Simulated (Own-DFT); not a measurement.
# Hybrid less PBE against volume: corundum Al2O3, 78 atoms (Al32O46), with two O vacancies

Calculated, not measured. Each geometry was run twice at fixed positions with Own-DFT, a retired in-house plane-wave program that no person has reviewed: with PBE, and with HSE06 (exact exchange share 0.25 at short range, screening 0.11 per bohr, Gygi-Baldereschi treatment of its divergence). Both used PseudoDojo norm-conserving files made for PBE, a cutoff of 48 hartree, the Gamma point alone, fixed occupations, a neutral cell and no spin. One k point on a cell 7.9 Å thick isn't converged, and results move with the size of the cell. The oxygen file's force components were 24 meV/Å off all-electron values in a glass.

Unstrained cell vectors in Å: (5.494, 0.000, 8.660); (-2.747, 4.758, 8.660); (-2.747, -4.758, 8.660), volume V0 = 679.1 Å³, from measured lattice constants. Each geometry has its own random strain of a few per cent, its own defect sites and random moves of rms u per axis. HSE06 gave the energy alone. D is its energy less that of PBE, over the lowest D shown. The PBE stress wasn't checked against mesh or cutoff.

| run | V - V0 (Å³) | u (Å) | P with PBE (GPa) | D (eV) |
|---|---|---|---|---|
| 1 | 0.7 | 0.0509 | 10.10 | 0.959 |
| 2 | -4.2 | 0.0296 | 8.45 | 0.717 |
| 3 | -4.9 | 0.0312 | 9.05 | 0.710 |
| 4 | 17.5 | 0.0295 | 0.90 | 1.556 |
| 5 | -0.1 | 0.0519 | 9.46 | 1.012 |
| 6 | -7.6 | 0.0300 | 10.55 | 0.528 |
| 7 | -10.8 | 0.0290 | 11.39 | 0.454 |
| 8 | -24.0 | 0.0496 | 19.49 | 0.000 |
| 9 | -11.0 | 0.0526 | 13.85 | 0.595 |
| 10 | -6.6 | 0.0427 | 10.62 | 0.669 |
| 11 | 32.5 | 0.0455 | -1.75 | 2.195 |
| 12 | -1.1 | 0.0307 | 8.24 | 0.785 |
| 13 | -17.4 | 0.0485 | 16.23 | ? |

## Fit

D = 0.80 + 0.0390 (V - V0) + 68 u² eV, with an error of 0.0007 on the volume slope, 12 on the last term and a scatter of 0.03 eV. Pressure is -dE/dV, and 1 eV/Å³ is 160.2 GPa, so HSE06 changes the pressure by -6.3 ± 0.1 GPa. With the ions held to the strained lattice, the PBE pressure falls by 244 ± 9 GPa per unit of volume strain; the shape of the strain isn't fitted, so the true error is larger, and a relaxed crystal would be softer. On that slope HSE06's volume at a given pressure is about 2.6 % smaller, or 0.9 % in lengths. At u = 0 and V0 the PBE pressure is 6.1 GPa, which puts the zero-pressure volume, against the measured cell and with the defects in, at +2.5 % for PBE and -0.1 % for HSE06, each good to a few tenths of a per cent.

## The run left out

Question: what D should run 13 give?

The fit gives 0.28 eV, with rows scattering by 0.03. Computed: 0.221 eV.
